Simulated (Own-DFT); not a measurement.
# Computed records: In3GaP4 (zincblende random alloy, atoms displaced), Al3GaAs4 (zincblende random alloy, atoms displaced), Al3GaN4 (wurtzite random alloy, atoms displaced)

All values are calculated (Own-DFT development build). A calculation, not a measurement: plane-wave PBE density functional theory by an unreviewed code, no spin, of a simulated periodic cell, stress positive in tension, free energy of the whole cell less one offset for each atom, forces on such cells passed a denser k mesh, this cell's mesh not checked; offsets are fitted by least squares, one for each functional and potential file, so energies compare only between cells with the same atoms and settings and are not formation energies; the far tail of each file's local potential was reset to the Coulomb form; each entry is a single point on an unrelaxed cell, so the pressure reflects the starting lattice, mostly measured values, from which strain is counted, and rises with the displacements; printed positions are rounded, which can move forces by about a meV/angstrom; the program is a retired in-house code; no spin-orbit coupling; before rounding, a Quantum ESPRESSO 7.3.1 run of the same cell and cutoff gave forces within 1 meV/angstrom rms on each cell, which checks the program and not the settings.

Settings shared by all entries: functional PBE; potential files PseudoDojo norm-conserving, scalar-relativistic, standard set; wave cutoff 42 hartree; occupations Fermi-Dirac; smearing width 0.1 eV.

(1) 
```xyz
64
Lattice="11.5283 0.0000 0.0000 0.0000 11.5283 0.0000 0.0000 0.0000 11.5283" Properties=species:S:1:pos:R:3:force_x:R:1:force_y:R:1:force_z:R:1 formula=In3GaP4 k_mesh=3_x_3_x_3_centred_on_Gamma free_energy_of_cell_above_offsets=-24.810 pressure=5.4 stress_xx=-5.39 stress_yy=-5.55 stress_zz=-5.28 stress_yz=0.05 stress_xz=-1.1 stress_xy=-0.47
In    11.5064     0.0245    11.5189       0.68     -0.842      1.127
In     0.0062     2.8530     2.8273     -0.879      1.918      0.988
In     2.8093     0.1753     2.9501      0.204     -2.498      -0.27
Ga     2.8738     2.8432    11.4119      0.229      0.423      1.217
P      1.3861     1.4842     1.5572      1.133     -0.125      -2.87
P      1.4848     4.3035     4.4320     -0.835      0.678     -1.027
P      4.3591     1.3221     4.3374     -0.017      2.017      0.583
P      4.2947     4.4200     1.3601     -0.564     -2.194      0.648
Ga     0.0425    11.5192     5.8322     -0.323     -0.659     -0.864
In     0.0387     2.8740     8.7573      0.284      0.033     -0.875
Ga     2.8036    11.5178     8.7735      0.533     -0.088      -0.66
In     2.8168     2.8939     5.8697      1.691      0.169     -1.169
P      1.5293     1.3613     7.0708     -1.463     -1.573      2.337
P      1.5929     4.3620    10.0975     -1.494     -2.012      1.391
P      4.2337     1.4253    10.1312     -0.304      0.005     -0.573
P      4.3476     4.2764     7.2868     -0.421      0.208     -0.894
In     0.0658     5.7632     0.0019      1.359       0.28     -0.455
In    11.3875     8.6299     2.9667      1.854      0.031     -1.647
In     2.8791     5.8641     2.8853      0.278     -1.078       0.32
Ga     2.9634     8.6370    11.4723     -0.393      0.191      1.149
P      1.4668     7.1529     1.4225     -0.031      2.138     -0.398
P      1.4082     9.9028     4.3370     -0.551      2.598      0.313
P      4.3456     7.2943     4.3019      0.943     -0.454      -0.25
P      4.3390     9.9721     1.5564     -0.836      0.694     -1.065
In    11.5236     5.9300     5.7880     -0.663     -0.966     -0.971
Ga    11.4671     8.7357     8.5290      0.968     -1.021      0.904
In     2.9393     5.6279     8.7335      0.657      2.199     -1.134
In     2.8086     8.5096     5.7179      2.121      2.322     -0.323
P      1.5927     7.1605     7.0409     -1.817     -0.714      3.998
P      1.4793    10.0838    10.1395     -0.049     -0.799     -0.852
P      4.2661     7.2039    10.1875       0.13      0.667     -0.873
P      4.2969    10.0236     7.3350     -1.563      1.509      -1.38
In     5.8574     0.0502     0.0321      -2.63         -1      0.194
In     5.9157     2.8097     2.9380     -2.662     -0.014     -0.949
Ga     8.7392    11.4727     2.9232     -0.491      0.077     -0.872
In     8.5623     2.9493    11.4687      2.132     -1.693      1.909
P      7.0892     1.4654     1.3763      3.041     -0.167      1.202
P      7.1771     4.2029     4.2948      0.495       0.74      2.466
P     10.0433     1.4434     4.2641      0.293     -1.267      0.811
P     10.1955     4.4218     1.2855     -1.891     -1.504      2.024
In     5.7937    11.4739     5.6974     -0.424     -0.512      1.374
In     5.7853     2.8657     8.5294     -0.393      0.449      2.524
In     8.6749     0.0286     8.6177     -0.109     -0.648      1.621
In     8.7299     2.8565     5.9177     -0.826     -0.238     -0.129
P      7.0999     1.3149     7.4159       0.89      -0.03     -2.753
P      7.3084     4.2505    10.1278     -1.948      2.813     -2.718
P     10.1192     1.3639    10.1257     -0.785      1.057     -0.376
P     10.1013     4.4464     7.2603      0.021     -0.156       0.61
In     5.7529     5.8311     0.0595      0.214     -0.808     -1.051
In     6.0011     8.6662     2.9314     -2.519     -1.841     -1.733
In     8.5334     5.7047     3.0201      0.873      0.332     -1.675
Ga     8.7156     8.6358    11.4630     -0.601     -0.376     -0.019
P      7.1686     7.1829     1.4125      2.165       0.69      -0.18
P      7.1508    10.1216     4.1663      3.216      2.024      2.197
P     10.0250     7.2667     4.2253     -1.308     -1.095      2.162
P     10.0834     9.9547     1.4235     -1.266      1.318     -0.474
In     5.6329     5.7410     5.7882      1.011      0.388     -0.263
In     5.7436     8.7819     8.7028      0.106     -2.226      0.185
Ga     8.6788     5.7894     8.6338      0.026     -0.321      0.738
In     8.6349     8.7603     5.8962     -1.213     -1.468      -2.19
P      7.2955     7.1706     7.3010     -0.771     -0.266      0.117
P      7.0666    10.1433    10.1270      3.037       -0.8      0.313
P     10.2022     7.0775    10.0899     -1.442      2.066     -1.611
P      9.9743    10.0425     7.2687      2.898      1.417      0.121
```

Units: free_energy_of_cell_above_offsets in eV; pressure, stress_xx, stress_yy, stress_zz, stress_yz, stress_xz, stress_xy in GPa; force_x, force_y, force_z in eV/Å.

(2) 
```xyz
64
Lattice="11.3183 0.0000 0.0000 0.0000 11.3183 0.0000 0.0000 0.0000 11.3183" Properties=species:S:1:pos:R:3:force_x:R:1:force_y:R:1:force_z:R:1 formula=Al3GaAs4 k_mesh=3_x_3_x_3_centred_on_Gamma free_energy_of_cell_above_offsets=-14.349 pressure=4.13 stress_xx=-4.37 stress_yy=-3.94 stress_zz=-4.09 stress_yz=-0.45 stress_xz=-0.13 stress_xy=-1.11
Al    11.2146    11.2962    11.2731     -0.311      0.004      1.356
Al    11.2929     2.8551     2.8713     -0.803      0.224     -0.426
Al     2.8193     0.2019     2.6310     -0.138     -1.234      1.541
Al     2.8528     2.9450    11.2951     -1.105     -1.347      0.655
As     1.2960     1.5114     1.4369      0.072     -0.064     -1.231
As     1.3424     4.3143     4.1544      0.276     -0.928      1.608
As     4.2760     1.4339     4.2542     -0.696     -0.953      0.351
As     4.2081     4.1751     1.2993      1.376       1.14      1.219
Al    11.1299    11.3163     5.6797      1.242     -0.991     -0.353
Al     0.0261     2.6582     8.5778     -0.888      0.307     -1.406
Ga     2.7979     0.0931     8.4800      0.401     -1.439      0.043
Al     2.9362     2.8650     5.6704     -1.382     -0.162      0.053
As     1.3476     1.3015     7.1159     -0.071      0.744     -1.398
As     1.3618     3.9704     9.8978     -0.078      2.942      -0.01
As     4.0841     1.5181     9.9033      1.006     -0.622     -0.171
As     4.2473     4.2679     7.1328     -0.784      0.103     -0.249
Al    11.2882     5.6948    11.2654      0.148     -1.612     -0.029
Al     0.0948     8.4750     2.9479     -0.392     -0.565     -1.404
Al     2.7484     5.4896     2.7531      0.922      1.531     -0.697
Ga     2.8213     8.6960     0.0863     -0.684     -2.533     -0.994
As     1.3941     6.9963     1.2735      0.637      0.918       1.23
As     1.4769     9.7581     4.2903      0.626      1.959      0.361
As     4.2142     7.0957     4.2740     -1.005     -0.842     -0.487
As     4.1847    10.0242     1.2672      0.533     -0.597      2.851
Al    11.3023     5.6158     5.6994     -0.757     -0.293     -0.483
Ga    11.2886     8.3923     8.4638     -0.006      0.956      0.972
Al     2.7702     5.6393     8.5513     -0.692      -0.33     -0.171
Al     2.8842     8.3832     5.8252     -0.443      0.624     -0.549
As     1.2778     7.0420     7.0491      1.477     -0.565      0.684
As     1.4245     9.9892    10.0434     -0.544     -0.364     -2.001
As     4.2719     7.0565     9.8238     -1.521      -0.11      1.611
As     4.2992     9.8395     7.1141      0.282      0.705      0.183
Al     5.4563     0.0246    11.2865      2.331      1.159     -1.079
Ga     5.5867     2.7776     2.9057      1.018      1.339     -0.913
Ga     8.6474    11.2234     2.9124     -1.524     -0.112     -1.678
Al     8.4632     2.7472    11.3109     -0.952      1.087      0.511
As     6.9992     1.4921     1.4043      0.048     -1.406      0.237
As     7.0429     4.3960     4.1685     -0.271      -1.69      1.202
As     9.8373     1.3763     4.1824      0.912      0.984      0.805
As     9.8190     4.2263     1.3474      0.549      0.383      0.677
Al     5.7836    11.2213     5.4792     -1.427      0.745      1.826
Ga     5.5526     2.8452     8.5047      1.353     -0.292      0.084
Al     8.5817     0.0820     8.4911     -0.503     -1.642     -0.423
Al     8.5544     2.6864     5.7529     -0.968      1.033     -0.973
As     7.0950     1.3152     7.0519     -0.898      0.275      0.288
As     7.1969     4.2860     9.8429      -2.64      -2.31      2.165
As     9.8215     1.4523     9.9603      0.762     -0.714     -0.307
As     9.9262     4.1210     7.0442      0.226      0.555      1.251
Al     5.6816     5.7524    11.2966     -0.073     -0.993     -0.065
Ga     5.5807     8.3733     2.8010     -0.309      1.646      0.178
Al     8.5859     5.6820     2.9670      -0.11      0.146     -1.145
Ga     8.3524     8.3922     0.0046      0.268      0.268      0.409
As     6.9877     7.0591     1.5184      1.055     -0.824     -0.486
As     7.0631     9.9190     4.1558      0.739     -1.733     -0.513
As     9.9210     7.1507     4.3120        0.3     -0.673     -0.004
As     9.8322     9.7445     1.4478      0.994      0.294     -0.319
Al     5.5074     5.6153     5.6338      1.255       0.23     -0.039
Al     5.6675     8.3995     8.6309      1.124       1.07     -1.485
Al     8.4188     5.6520     8.7005      1.834      1.074     -3.172
Al     8.4726     8.4610     5.6869     -2.288     -1.234     -0.646
As     6.9976     6.8954     7.1452       0.34      0.927     -0.413
As     7.1191     9.9095     9.9419     -0.629      0.656     -0.315
As     9.8737     7.0277     9.9492     -0.061      0.763     -0.234
As     9.8445     9.6800     6.9691      0.849      2.381      1.917
```

Units: free_energy_of_cell_above_offsets in eV; pressure, stress_xx, stress_yy, stress_zz, stress_yz, stress_xz, stress_xy in GPa; force_x, force_y, force_z in eV/Å.

(3) 
```xyz
64
Lattice="11.5283 0.0000 0.0000 0.0000 11.5283 0.0000 0.0000 0.0000 11.5283" Properties=species:S:1:pos:R:3:force_x:R:1:force_y:R:1:force_z:R:1 formula=In3GaP4 k_mesh=3_x_3_x_3_centred_on_Gamma free_energy_of_cell_above_offsets=-25.674 pressure=5.16 stress_xx=-5.12 stress_yy=-5.17 stress_zz=-5.21 stress_yz=0.15 stress_xz=-1.16 stress_xy=-0.39
In    11.3819     0.1108     0.0203       0.78      -1.16     -0.015
In    11.4521     2.8767     2.9642      0.851      1.015     -1.233
In     2.7289     0.0866     3.0253      2.444     -0.069     -1.052
In     2.8407     2.8409     0.0911      0.095      0.541      0.146
P      1.4724     1.3328     1.4657     -1.279      1.134     -0.314
P      1.5042     4.2679     4.4100      0.071     -0.081     -1.248
P      4.3369     1.3446     4.3966     -0.157      2.077     -1.135
P      4.2982     4.3892     1.4404      1.203     -1.812      0.049
In     0.0812     0.1129     5.6375      -0.15     -1.421      1.497
In     0.0652     3.0857     8.7007     -0.585     -0.926     -0.712
In     2.9246    11.4000     8.8148      0.129      2.273     -1.043
In     2.9398     2.9164     5.8954     -0.669     -1.355     -0.657
P      1.4285     1.3938     7.2442      0.513      0.455      0.912
P      1.5067     4.4178    10.2010     -0.051      1.029      -0.41
P      4.2914     1.5137    10.1365     -0.914     -0.854      0.312
P      4.3600     4.3125     7.1827     -0.355      1.954      1.066
Ga    11.5121     5.7501     0.0266     -0.206      0.136      0.048
In     0.0501     8.7660     2.8287      -0.78      -1.15      0.359
In     2.9057     5.7056     2.8296     -1.531      0.869      0.436
Ga     3.0367     8.8126    11.5047     -1.267     -0.372      0.204
P      1.3292     7.2393     1.3240      1.248     -0.071     -0.306
P      1.5037    10.1068     4.2581     -0.603     -2.032      2.129
P      4.3602     7.0528     4.3298     -1.121      1.891       0.12
P      4.4105    10.0401     1.5041     -3.148      2.358     -2.294
In     0.0179     5.7139     5.6777     -1.134     -0.165     -0.039
In     0.0912     8.6263     8.8100     -0.907     -0.873     -2.057
Ga     2.9528     5.7756     8.6354     -0.343      0.122      0.026
Ga     2.7093     8.5169     5.7068      1.056        0.3      0.343
P      1.3651     7.0922     7.1555      1.377      0.718      0.929
P      1.4334    10.1049     9.9756      0.097     -0.162      3.765
P      4.2050     7.2423    10.1773      0.613      0.083     -1.321
P      4.2671    10.2454     7.2750      1.319     -2.924     -1.313
In     5.7018     0.0449    11.4664      0.697      -0.16      1.001
Ga     5.6433     2.8012     2.8179      0.368      0.615      0.773
In     8.5282     0.0311     2.7585      0.793     -0.298      0.786
In     8.7328     2.9654    11.4207     -0.488     -0.855      1.292
P      7.1551     1.5511     1.4726     -0.648      0.644     -0.737
P      7.3446     4.2903     4.3168     -1.005     -1.017      0.047
P     10.1534     1.4286     4.3256     -2.674      0.031     -0.021
P      9.9790     4.4053     1.3995      1.992       0.11     -0.018
In     5.8175    11.5032     5.6782      0.243     -0.312      1.314
In     5.5543     2.8147     8.6299      2.161      0.376     -0.357
In     8.5451    11.5052     8.6333     -0.024      0.049      0.416
Ga     8.7074     2.8221     5.7763     -0.833      -0.42     -0.747
P      7.2214     1.4672     7.1768     -0.067      0.609     -0.532
P      7.2136     4.2057    10.1097     -1.182      1.099     -1.367
P     10.0390     1.4568    10.0839      0.431      0.301     -1.269
P      9.9970     4.1973     7.0144      0.373       1.15      1.561
In     5.7920     5.7413    11.5130      0.402      0.444      0.036
In     5.6211     8.7343     2.8497      1.941     -2.828      1.566
In     8.7929     5.8861     2.9565       -3.4     -2.283     -2.868
In     8.6422     8.5666    11.5266      1.175      0.559     -0.388
P      7.2788     7.3114     1.3676     -1.736     -1.717      1.887
P      7.1313    10.0765     4.2327      1.618     -0.999      1.106
P      9.9368     7.1298     4.3143      3.056      4.187      3.401
P     10.0380    10.0279     1.4025      0.035      0.914      0.164
In     5.8273     5.8327     5.8129       0.66     -1.271     -0.476
Ga     5.8368     8.5486     8.6833     -0.757      0.996      0.366
In     8.6482     5.8832     8.7759      0.116     -1.996     -0.719
Ga     8.6614     8.6161     5.9362      -0.22      0.142     -0.778
P      7.2231     7.1659     7.2934     -0.132      1.781     -0.153
P      7.2807    10.0753    10.2785     -1.413     -0.025     -2.087
P     10.1230     7.2187    10.1212      1.106     -0.915      0.907
P     10.0250    10.0566     7.3068      0.817     -0.439     -1.294
```

Units: free_energy_of_cell_above_offsets in eV; pressure, stress_xx, stress_yy, stress_zz, stress_yz, stress_xz, stress_xy in GPa; force_x, force_y, force_z in eV/Å.

(4) 
```xyz
72
Lattice="9.3938 0.0000 0.0000 -4.6969 8.1352 0.0000 0.0000 0.0000 10.0655" Properties=species:S:1:pos:R:3:force_x:R:1:force_y:R:1:force_z:R:1 formula=Al3GaN4 k_mesh=4_x_4_x_3_centred_on_Gamma free_energy_of_cell_above_offsets=-9.030 pressure=9.61 stress_xx=-8.47 stress_yy=-8.8 stress_zz=-11.56 stress_yz=0.01 stress_xz=-0.71 stress_xy=1.65
Al     0.0274     1.6754     0.0399     -0.658      2.691      1.438
Al     1.6879     0.7209     2.5889     -0.763      2.064     -3.593
N     -0.0944     1.8691     2.0011      1.731     -1.658      -1.11
N      1.5609     0.9042     4.3503      1.812     -0.998      3.058
Al     0.1061     1.8500     4.9693     -1.479     -1.538     -0.259
Al     1.5842     0.9819     7.5594     -1.195      -1.47      1.717
N     -0.0354     1.7789     6.8810      2.953     -0.953     -1.487
N      1.5965     0.9920     9.6164     -1.155     -2.531     -3.198
Al    -1.6288     4.3899     9.8997      2.781      3.059      2.603
Al     0.0150     3.5817     2.6458     -0.476      1.356     -6.117
N     -1.5861     4.6191     1.8580      1.749     -1.362     -0.212
N      0.1436     3.5703     4.3178     -0.405        1.5      6.076
Al    -1.4660     4.4720     5.0716     -0.508       0.12     -1.823
Ga     0.0401     3.4911     7.3819      0.452      3.247      3.118
N     -1.5276     4.5925     6.9067     -0.717     -2.512     -0.232
N     -0.0072     3.5216     9.4670      0.111       0.06     -0.429
Al    -3.0978     7.1608     0.0032     -0.547      1.871     -3.953
Al    -1.7058     6.2525     2.6414      0.884      0.907     -4.727
N     -3.1279     7.1960     1.6536     -0.697      0.339      8.975
N     -1.5424     6.3134     4.3657     -1.121      -0.52      3.204
Al    -3.0634     7.2013     5.1162     -1.132      0.337     -0.746
Al    -1.6667     6.2658     7.4057      2.284      3.116      3.255
N     -3.1787     7.2405     7.0609      2.243      2.039     -3.101
N     -1.6907     6.3550     9.4645      3.793      -2.31     -2.035
Ga     3.1431     1.8369     9.9959      0.921      0.537      1.742
Ga     4.7149     0.9709     2.4253      0.225     -0.175      1.368
N      3.1524     1.8627     1.8842     -1.248     -0.985      0.906
N      4.8082     0.9067     4.5077     -1.033      2.635     -0.628
Al     3.1906     1.8533     5.1311      0.424     -0.204     -1.234
Ga     4.6970     0.9654     7.5799      1.353     -1.388     -0.866
N      3.0793     1.8738     7.0869      0.173     -0.218     -2.166
N      4.7165     0.8666     9.4514      0.579     -0.263      1.522
Al     1.5659     4.5282     0.1340     -0.678     -0.161     -1.931
Ga     3.0731     3.6628     2.6517      0.876     -0.661     -2.836
N      1.5733     4.5300     1.9439     -1.801        0.9      0.877
N      3.1904     3.7027     4.4401     -0.244     -1.559      3.994
Al     1.6485     4.5676     5.0454     -0.117      0.122     -0.301
Al     3.2034     3.5694     7.6840     -0.598      2.416     -1.833
N      1.6774     4.5966     6.9822      0.187     -5.264     -2.581
N      3.1521     3.7177     9.4634     -0.792     -0.571      0.551
Al     0.0565     7.1351     0.0464     -1.778      0.216       -0.9
Al     1.4674     6.4426     2.5380      2.862     -3.078      0.228
N      0.0465     7.2092     1.9675     -3.044      1.143     -1.349
N      1.5051     6.3641     4.4033      3.752     -1.901      0.137
Ga     0.0785     7.2460     4.9460     -2.243       1.16      2.047
Al     1.4974     6.1802     7.4466      0.032      6.755       2.88
N     -0.0584     7.2928     6.9120     -0.115     -1.978      0.197
N      1.5452     6.2765     9.4158      0.962      0.283      0.532
Al     6.2048     1.7967     0.0187      1.106      0.008     -0.577
Al     7.8157     0.9241     2.4508      0.141      -0.66      1.537
N      6.3268     1.9029     1.8739      -0.06     -1.939     -0.682
N      7.9121     0.9089     4.4804     -0.081      0.061     -1.264
Al     6.3988     1.8929     5.0276     -0.586     -2.787      1.268
Ga     7.9045     0.9533     7.6426      -1.05     -0.805     -0.828
N      6.3867     1.7613     6.9957     -1.942      3.097     -0.783
N      7.8784     0.8074     9.4736     -0.735      3.364      1.927
Al     4.6800     4.4919     9.9800      0.605      2.339       2.97
Ga     6.3500     3.6639     2.5482     -1.499      0.807     -1.865
N      4.6503     4.5079     2.0659      1.031      1.416     -2.494
N      6.3951     3.5309     4.3575     -0.231      2.495      3.385
Al     4.7552     4.5446     5.0716       0.59     -2.408     -0.337
Al     6.2391     3.6971     7.6633      1.824     -2.205     -2.347
N      4.7845     4.4536     6.9667     -1.527      0.395      -0.58
N      6.2365     3.6489     9.4569     -1.204     -2.014      0.208
Al     3.2431     7.3122    10.0121     -1.172     -4.776      0.918
Al     4.5360     6.4266     2.5976      6.077     -4.404      -0.75
N      3.1571     7.0812     2.0256     -4.919      4.984     -3.329
N      4.6574     6.1622     4.3785      1.141      3.834      2.095
Al     3.1813     7.2581     5.0301     -0.586      0.058       0.88
Ga     4.7132     6.3668     7.5307     -2.025     -1.098      0.066
N      3.1731     7.3452     7.0373     -1.509      -3.06     -2.518
N      4.8063     6.3885     9.3747     -1.989     -1.315       2.32
```

Units: free_energy_of_cell_above_offsets in eV; pressure, stress_xx, stress_yy, stress_zz, stress_yz, stress_xz, stress_xy in GPa; force_x, force_y, force_z in eV/Å.
